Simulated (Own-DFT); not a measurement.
Simulation results for Al₃GaAs₄ (zincblende random alloy, atoms displaced)

All values are calculated (Own-DFT development build). A calculation, not a measurement: plane-wave PBE density functional theory by an unreviewed code, no spin, of a simulated periodic cell, stress positive in tension, free energy of the whole cell less one offset for each atom, forces on such cells passed a denser k mesh, this cell's mesh not checked; offsets are fitted by least squares, one for each functional and potential file, so energies compare only between cells with the same atoms and settings and are not formation energies; the far tail of each file's local potential was reset to the Coulomb form; each entry is a single point on an unrelaxed cell, so the pressure reflects the starting lattice, mostly measured values, from which strain is counted, and rises with the displacements; printed positions are rounded, which can move forces by about a meV/angstrom; the program is a retired in-house code; no spin-orbit coupling.

Common to all runs: functional PBE; potential files PseudoDojo norm-conserving, scalar-relativistic, standard set; wave cutoff 42 hartree; occupations Fermi-Dirac; smearing width 0.1 eV; k mesh 3 x 3 x 3 centred on Gamma.

(1) Al₃GaAs₄ (zincblende random alloy, atoms displaced)

```
cell vectors (Å)
  11.3183     0.0000     0.0000
   0.0000    11.3183     0.0000
   0.0000     0.0000    11.3183
atoms (fractions of the cell vectors)
Ga  0.00258  0.00020  0.00150
Ga  0.99845  0.25084  0.24790
Al  0.25048  0.99925  0.24492
Al  0.24935  0.24874  0.99972
As  0.12703  0.12256  0.12410
As  0.12556  0.37410  0.37567
As  0.37476  0.11834  0.37394
As  0.37592  0.36953  0.12481
Al  0.00063  0.99863  0.49994
Al  0.99769  0.24844  0.74997
Al  0.24902  0.99997  0.74404
Al  0.25135  0.24880  0.49908
As  0.12731  0.11899  0.62243
As  0.12264  0.37587  0.87415
As  0.37460  0.12579  0.87708
As  0.37545  0.37316  0.62223
Al  0.00006  0.50145  0.99829
Al  0.00305  0.74733  0.25461
Ga  0.25037  0.49558  0.24622
Al  0.24659  0.74931  0.00041
As  0.12642  0.63116  0.12068
As  0.12704  0.87513  0.37962
As  0.37506  0.62203  0.37601
As  0.37562  0.87692  0.12852
Al  0.00497  0.50038  0.49987
Al  0.99857  0.74753  0.75156
Ga  0.25189  0.49935  0.75240
Al  0.25308  0.74612  0.49946
As  0.12559  0.62755  0.62269
As  0.12775  0.87609  0.87663
As  0.38039  0.62925  0.87494
As  0.38117  0.87586  0.62415
Al  0.49380  0.00316  0.00177
Ga  0.49997  0.24600  0.24792
Al  0.74679  0.00148  0.25105
Ga  0.75241  0.25008  0.99678
As  0.62640  0.12317  0.12464
As  0.62028  0.37909  0.37454
As  0.87820  0.12576  0.37131
As  0.87336  0.37588  0.12778
Al  0.49934  0.00167  0.49656
Al  0.49578  0.24938  0.75286
Ga  0.74993  0.00872  0.74933
Al  0.74917  0.25079  0.50075
As  0.62820  0.12279  0.62500
As  0.62187  0.38230  0.87375
As  0.87377  0.12672  0.87665
As  0.87706  0.37071  0.62249
Al  0.49311  0.50298  0.00255
Al  0.50304  0.75477  0.25142
Al  0.74428  0.50023  0.24992
Al  0.74922  0.74751  0.99885
As  0.62322  0.62482  0.11992
As  0.62388  0.87600  0.37021
As  0.87161  0.62562  0.37415
As  0.87237  0.87609  0.12142
Al  0.50210  0.50021  0.49643
Ga  0.50056  0.75421  0.75210
Al  0.74718  0.50220  0.74930
Al  0.74587  0.75378  0.50235
As  0.62690  0.62192  0.62694
As  0.62239  0.87994  0.88097
As  0.87660  0.62430  0.87829
As  0.87357  0.87822  0.62556
```

- free energy of cell above offsets: -20.139 eV
- pressure: 2.96 GPa
- stress xx: -2.98 GPa
- stress yy: -2.93 GPa
- stress zz: -2.98 GPa
- stress yz: 0.37 GPa
- stress xz: -0.06 GPa
- stress xy: 0.06 GPa

Force:
| element | x (eV/Å) | y (eV/Å) | z (eV/Å) |
| --- | --- | --- | --- |
| Ga | -0.365 | -0.127 | -0.188 |
| Ga | 0.376 | -0.021 | -0.029 |
| Al | -0.296 | -0.216 | 0.681 |
| Al | -0.216 | 0.182 | -0.139 |
| As | -0.205 | 0.516 | 0.102 |
| As | 0.042 | -0.102 | -0.219 |
| As | -0.274 | 0.739 | -0.155 |
| As | -0.183 | 0.257 | -0.179 |
| Al | -0.256 | 0.052 | -0.167 |
| Al | 0.394 | -0.169 | -0.187 |
| Al | 0.511 | -0.311 | 0.649 |
| Al | -0.012 | -0.213 | -0.097 |
| As | -0.435 | 0.874 | 0.066 |
| As | 0.161 | -0.26 | 0.123 |
| As | -0.452 | -0.178 | -0.448 |
| As | 0.08 | 0.182 | 0.132 |
| Al | 0.065 | -0.215 | 0.538 |
| Al | -0.388 | 0.546 | -0.347 |
| Ga | -0.102 | 0.344 | 0.065 |
| Al | 0.961 | 0.505 | -0.268 |
| As | -0.36 | -0.984 | 0.642 |
| As | 0.157 | -0.094 | -0.474 |
| As | 0.184 | 0.261 | -0.553 |
| As | -0.132 | -0.52 | -0.52 |
| Al | -0.63 | 0.039 | -0.104 |
| Al | 0.131 | 0.446 | -0.085 |
| Ga | 0.053 | 0.228 | -0.267 |
| Al | 0.132 | 0.484 | 0.139 |
| As | 0.071 | -0.218 | 0.496 |
| As | -0.23 | -0.05 | -0.548 |
| As | -0.907 | -0.149 | 0.085 |
| As | -0.564 | -0.124 | -0.217 |
| Al | 0.385 | -0.153 | 0.197 |
| Ga | 0.148 | -0.013 | 0.35 |
| Al | 0.671 | -0.087 | -0.268 |
| Ga | -0.567 | 0.494 | 0.296 |
| As | -0.113 | 0.273 | -0.318 |
| As | 0.455 | -0.872 | -0.133 |
| As | -0.475 | -0.177 | 0.503 |
| As | 0.055 | 0.252 | -0.405 |
| Al | 0.512 | -0.265 | 0.309 |
| Al | 0.597 | 0.146 | -0.294 |
| Ga | 0.052 | -0.965 | 0.476 |
| Al | 0.035 | -0.062 | -0.502 |
| As | -0.905 | 0.675 | -0.319 |
| As | -0.098 | -0.586 | 0.274 |
| As | 0.576 | -0.199 | -0.083 |
| As | -0.133 | 0.698 | 0.221 |
| Al | 0.387 | -0.372 | -0.124 |
| Al | -0.453 | -0.853 | -0.332 |
| Al | 0.254 | 0.19 | -0.112 |
| Al | -0.001 | 0.439 | -0.065 |
| As | -0.123 | 0.135 | 0.602 |
| As | 0.234 | 0.179 | 0.813 |
| As | 0.095 | -0.152 | 0.337 |
| As | 0.263 | -0.277 | 0.644 |
| Al | -0.367 | 0.163 | 0.689 |
| Ga | 0.587 | -0.015 | -0.121 |
| Al | 0.856 | -0.436 | 0.114 |
| Al | 0.242 | -0.184 | -0.157 |
| As | -0.503 | 0.639 | -0.377 |
| As | 0.384 | -0.062 | -0.421 |
| As | -0.4 | -0.025 | -0.545 |
| As | 0.039 | -0.233 | 0.22 |

(2) Al₃GaAs₄ (zincblende random alloy, atoms displaced)

```
cell vectors (Å)
  11.3183     0.0000     0.0000
   0.0000    11.3183     0.0000
   0.0000     0.0000    11.3183
atoms (fractions of the cell vectors)
Ga  0.99975  0.99820  0.00404
Al  0.99756  0.25089  0.24880
Al  0.24688  0.99876  0.24740
Al  0.24666  0.25201  0.00159
As  0.12890  0.12553  0.11918
As  0.12569  0.37337  0.36889
As  0.37742  0.12509  0.37841
As  0.37407  0.37172  0.12540
Ga  0.00347  0.00352  0.50537
Al  0.00342  0.24790  0.74898
Al  0.24802  0.99993  0.74888
Al  0.25031  0.25117  0.49888
As  0.12494  0.12205  0.62640
As  0.12361  0.37499  0.87426
As  0.38237  0.12314  0.87085
As  0.37462  0.37984  0.62601
Al  0.99573  0.50107  0.00263
Al  0.99856  0.74732  0.25083
Al  0.25248  0.50160  0.25224
Al  0.25710  0.75508  0.00064
As  0.12955  0.62700  0.12602
As  0.12824  0.87257  0.37675
As  0.37617  0.62721  0.38022
As  0.37607  0.87375  0.12374
Al  0.00119  0.50430  0.50208
Ga  0.00633  0.75185  0.75165
Al  0.25104  0.49861  0.75229
Ga  0.25108  0.75193  0.49719
As  0.12559  0.63307  0.62910
As  0.12486  0.87900  0.87577
As  0.37461  0.62576  0.86922
As  0.37394  0.87735  0.62233
Al  0.49891  0.00035  0.00047
Al  0.50084  0.24884  0.24835
Al  0.75359  0.99951  0.25217
Al  0.74949  0.25272  0.99898
As  0.62454  0.12254  0.12656
As  0.62680  0.37627  0.37443
As  0.87376  0.12432  0.37864
As  0.87155  0.37886  0.12517
Al  0.49474  0.99916  0.50356
Al  0.49656  0.25232  0.74851
Ga  0.75396  0.00316  0.75397
Al  0.74645  0.25047  0.50330
As  0.62885  0.12377  0.62239
As  0.62725  0.37652  0.87584
As  0.87382  0.12285  0.87516
As  0.87496  0.37287  0.62752
Al  0.49964  0.50070  0.99775
Al  0.49466  0.74663  0.24755
Ga  0.75075  0.49703  0.25066
Ga  0.75048  0.75656  0.99745
As  0.62832  0.62072  0.12329
As  0.62636  0.87422  0.37252
As  0.87735  0.62615  0.37789
As  0.87353  0.87204  0.12502
Al  0.49530  0.50197  0.50160
Al  0.49985  0.74868  0.74816
Al  0.74827  0.50141  0.75283
Ga  0.75067  0.74770  0.50188
As  0.62705  0.62849  0.62754
As  0.62236  0.88012  0.87565
As  0.87042  0.62165  0.87534
As  0.87475  0.87308  0.62919
```

* free energy of cell above offsets: -20.037 eV
* pressure: 2.97 GPa
* stress xx: -2.94 GPa
* stress yy: -2.99 GPa
* stress zz: -3 GPa
* stress yz: 0.26 GPa
* stress xz: -0.11 GPa
* stress xy: -0.19 GPa

Force:
| element | x (eV/Å) | y (eV/Å) | z (eV/Å) |
| --- | --- | --- | --- |
| Ga | -0.2 | 0.102 | -0.266 |
| Al | -0.034 | -0.369 | -0.166 |
| Al | 0.405 | 0.166 | 0.357 |
| Al | 0.746 | -0.124 | -0.822 |
| As | -0.688 | -0.068 | 0.802 |
| As | -0.143 | 0.348 | 0.716 |
| As | -0.392 | -0.01 | -0.552 |
| As | 0.148 | 0.507 | -0.046 |
| Ga | -0.533 | -0.794 | -0.475 |
| Al | -0.438 | -0.018 | 0.193 |
| Al | 0.458 | 0.011 | 0.21 |
| Al | -0.12 | -0.024 | 0.09 |
| As | 0.545 | 0.791 | -0.033 |
| As | -0.118 | 0.138 | 0.249 |
| As | -1.091 | 0.261 | 0.403 |
| As | -0.287 | -0.497 | -0.157 |
| Al | 0.519 | 0.224 | -0.143 |
| Al | 0.354 | 0.229 | -0.03 |
| Al | 0.088 | -0.06 | -0.145 |
| Al | -0.747 | -0.524 | -0.521 |
| As | -0.186 | -0.057 | -0.288 |
| As | -0.75 | 0.483 | -0.434 |
| As | -0.208 | -0.266 | -0.559 |
| As | 0.091 | 0.526 | 0.351 |
| Al | 0.226 | -0.491 | 0.128 |
| Ga | -0.93 | 0.016 | 0.47 |
| Al | -0.516 | 0.33 | -0.238 |
| Ga | -0.018 | -0.07 | 0.537 |
| As | 0.524 | -1.004 | -0.499 |
| As | 0.344 | -0.272 | 0.321 |
| As | 0.1 | 0.037 | 0.67 |
| As | -0.157 | -0.474 | 0.632 |
| Al | 0.189 | 0.096 | 0.159 |
| Al | 0.074 | 0.025 | 0.308 |
| Al | -0.249 | -0.027 | -0.098 |
| Al | -0.061 | -0.451 | 0.197 |
| As | 0.329 | 0.177 | -0.163 |
| As | -0.604 | -0.104 | 0.308 |
| As | 0.295 | 0.277 | -0.156 |
| As | 0.415 | -0.692 | -0.06 |
| Al | 1.04 | 0.049 | -0.501 |
| Al | 0.901 | -0.061 | -0.17 |
| Ga | -0.483 | -0.435 | -0.486 |
| Al | 0.426 | 0.199 | -0.349 |
| As | -0.76 | -0.026 | 0.526 |
| As | -0.58 | -0.216 | -0.256 |
| As | 0.62 | 0.675 | 0.507 |
| As | 0.084 | 0.369 | -0.115 |
| Al | -0.091 | -0.103 | 0.133 |
| Al | 0.965 | -0.002 | 0.112 |
| Ga | -0.014 | 0.62 | 0.33 |
| Ga | -0.363 | -0.599 | -0.106 |
| As | -0.405 | 0.561 | 0.072 |
| As | -0.501 | -0.106 | 0.255 |
| As | -0.293 | -0.307 | -0.261 |
| As | 0.354 | 0.273 | 0.388 |
| Al | 0.995 | 0.006 | 0.009 |
| Al | 0.069 | 0.622 | 0.03 |
| Al | 0.096 | -0.29 | -0.475 |
| Ga | -0.021 | 0.492 | -0.223 |
| As | -0.317 | -0.63 | -0.227 |
| As | 0 | -0.393 | -0.308 |
| As | 0.69 | 0.723 | 0.065 |
| As | 0.205 | 0.233 | -0.199 |

(3) Al₃GaAs₄ (zincblende random alloy, atoms displaced)

```
cell vectors (Å)
  11.3183     0.0000     0.0000
   0.0000    11.3183     0.0000
   0.0000     0.0000    11.3183
atoms (fractions of the cell vectors)
Ga  0.00128  0.99791  0.00179
Ga  0.00101  0.25246  0.25040
Al  0.24912  0.00057  0.24956
Al  0.24518  0.25392  0.99635
As  0.12450  0.12333  0.12460
As  0.12815  0.37642  0.37517
As  0.37329  0.13103  0.37685
As  0.37719  0.37163  0.12192
Al  0.00134  0.00004  0.50203
Al  0.00081  0.25121  0.75207
Ga  0.25065  0.99902  0.74854
Al  0.24984  0.25149  0.50015
As  0.12577  0.12356  0.62404
As  0.12318  0.37904  0.87192
As  0.37613  0.12395  0.87004
As  0.37421  0.37184  0.61970
Al  0.00463  0.49749  0.99902
Al  0.00152  0.75445  0.25679
Al  0.25250  0.50138  0.24820
Al  0.24752  0.74902  0.00178
As  0.12091  0.62603  0.12720
As  0.11962  0.87571  0.37727
As  0.37521  0.62517  0.37139
As  0.37302  0.87587  0.12516
Al  0.99466  0.50083  0.49854
Al  0.00075  0.75400  0.74920
Al  0.25374  0.49863  0.75096
Al  0.24523  0.75320  0.50114
As  0.12239  0.62950  0.62893
As  0.12935  0.87146  0.87719
As  0.37419  0.62625  0.87808
As  0.37707  0.87686  0.62327
Al  0.50505  0.99790  0.00120
Ga  0.50189  0.25268  0.24893
Al  0.74802  0.00110  0.24830
Al  0.74588  0.25142  0.00038
As  0.62828  0.12526  0.12096
As  0.62296  0.37391  0.36677
As  0.87684  0.12999  0.37533
As  0.87176  0.37059  0.12154
Ga  0.50026  0.99694  0.49882
Al  0.49851  0.24987  0.74819
Al  0.75003  0.99652  0.74638
Ga  0.74482  0.25074  0.50195
As  0.62486  0.12325  0.62733
As  0.62450  0.37241  0.87218
As  0.87228  0.12382  0.87436
As  0.87989  0.37384  0.62675
Al  0.50115  0.49872  0.00406
Ga  0.49781  0.74653  0.25181
Al  0.74895  0.50113  0.24941
Al  0.75103  0.75305  0.00058
As  0.62627  0.62533  0.12704
As  0.62781  0.87182  0.37529
As  0.87412  0.62798  0.37698
As  0.88102  0.87389  0.12693
Al  0.49901  0.49677  0.50093
Al  0.50137  0.75267  0.75371
Al  0.74509  0.50271  0.74577
Ga  0.75143  0.75063  0.50218
As  0.62589  0.62046  0.62459
As  0.62419  0.87568  0.87799
As  0.87201  0.62658  0.87573
As  0.87161  0.87387  0.62820
```

- free energy of cell above offsets: -20.163 eV
- pressure: 2.95 GPa
- stress xx: -2.93 GPa
- stress yy: -2.96 GPa
- stress zz: -2.96 GPa
- stress yz: 0.05 GPa
- stress xz: -0.22 GPa
- stress xy: -0.18 GPa

Force:
| element | x (eV/Å) | y (eV/Å) | z (eV/Å) |
| --- | --- | --- | --- |
| Ga | -0.023 | 0.186 | -0.457 |
| Ga | 0.038 | -0.065 | -0.139 |
| Al | 0.088 | 0.12 | 0.34 |
| Al | 0.405 | -0.62 | 0.003 |
| As | 0.142 | 0.433 | -0.052 |
| As | -0.265 | 0.325 | -0.017 |
| As | 0.292 | -0.687 | -0.377 |
| As | -0.507 | 0.256 | 0.111 |
| Al | -0.707 | 0.239 | -0.002 |
| Al | -0.077 | -0.591 | -0.079 |
| Ga | -0.007 | -0.046 | 0.103 |
| Al | -0.432 | -0.254 | -0.063 |
| As | -0.052 | 0.313 | 0.249 |
| As | 0.347 | -0.263 | -0.056 |
| As | -0.121 | 0.096 | 0.76 |
| As | 0.062 | 0.353 | 0.675 |
| Al | -0.962 | 0.437 | 0.224 |
| Al | -0.325 | -0.651 | -0.502 |
| Al | -0.105 | -0.23 | -0.231 |
| Al | 0.235 | -0.191 | 0.273 |
| As | 0.213 | -0.061 | 0.126 |
| As | 0.83 | 0.433 | 0.017 |
| As | -0.372 | -0.096 | 0.974 |
| As | 0.261 | -0.084 | 0.028 |
| Al | 0.687 | 0.053 | 0.199 |
| Al | -0.297 | -0.245 | 0.611 |
| Al | -0.072 | 0.398 | -0.359 |
| Al | 0.455 | -0.341 | -0.077 |
| As | 0.28 | -0.715 | -0.406 |
| As | -0.414 | 0.485 | -0.334 |
| As | 0.266 | -0.2 | -0.051 |
| As | -0.186 | -0.538 | 0.168 |
| Al | -0.823 | 0.411 | -0.042 |
| Ga | -0.346 | -0.79 | -0.338 |
| Al | 0.619 | 0 | 0.224 |
| Al | 0.387 | -0.231 | -0.586 |
| As | -0.502 | -0.097 | 0.51 |
| As | 0.348 | 0.481 | 1.065 |
| As | -0.349 | -0.572 | 0.163 |
| As | 0.43 | 0.71 | 0.27 |
| Ga | 0.13 | 0.495 | -0.248 |
| Al | 0.04 | -0.071 | -0.033 |
| Al | -0.199 | 0.41 | 0.642 |
| Ga | 0.407 | 0.079 | -0.177 |
| As | -0.195 | -0.014 | -0.233 |
| As | -0.178 | 0.466 | 0.074 |
| As | 0.17 | 0.001 | 0.076 |
| As | -0.789 | 0.232 | -0.109 |
| Al | 0.145 | 0.127 | -0.493 |
| Ga | 0.261 | 0.482 | -0.296 |
| Al | 0.471 | -0.058 | -0.071 |
| Al | 0.125 | -0.22 | 0.242 |
| As | -0.033 | 0.17 | -0.316 |
| As | -0.258 | 0.241 | -0.215 |
| As | -0.09 | -0.266 | -0.367 |
| As | -0.708 | 0.079 | 0.108 |
| Al | 0.092 | 0.235 | -0.607 |
| Al | -0.165 | -0.4 | -0.351 |
| Al | 0.935 | -0.613 | 0.658 |
| Ga | -0.237 | -0.222 | 0.048 |
| As | -0.71 | 0.802 | -0.271 |
| As | 0.417 | -0.062 | -0.352 |
| As | 0.321 | -0.213 | -0.173 |
| As | 0.608 | 0.165 | -0.463 |
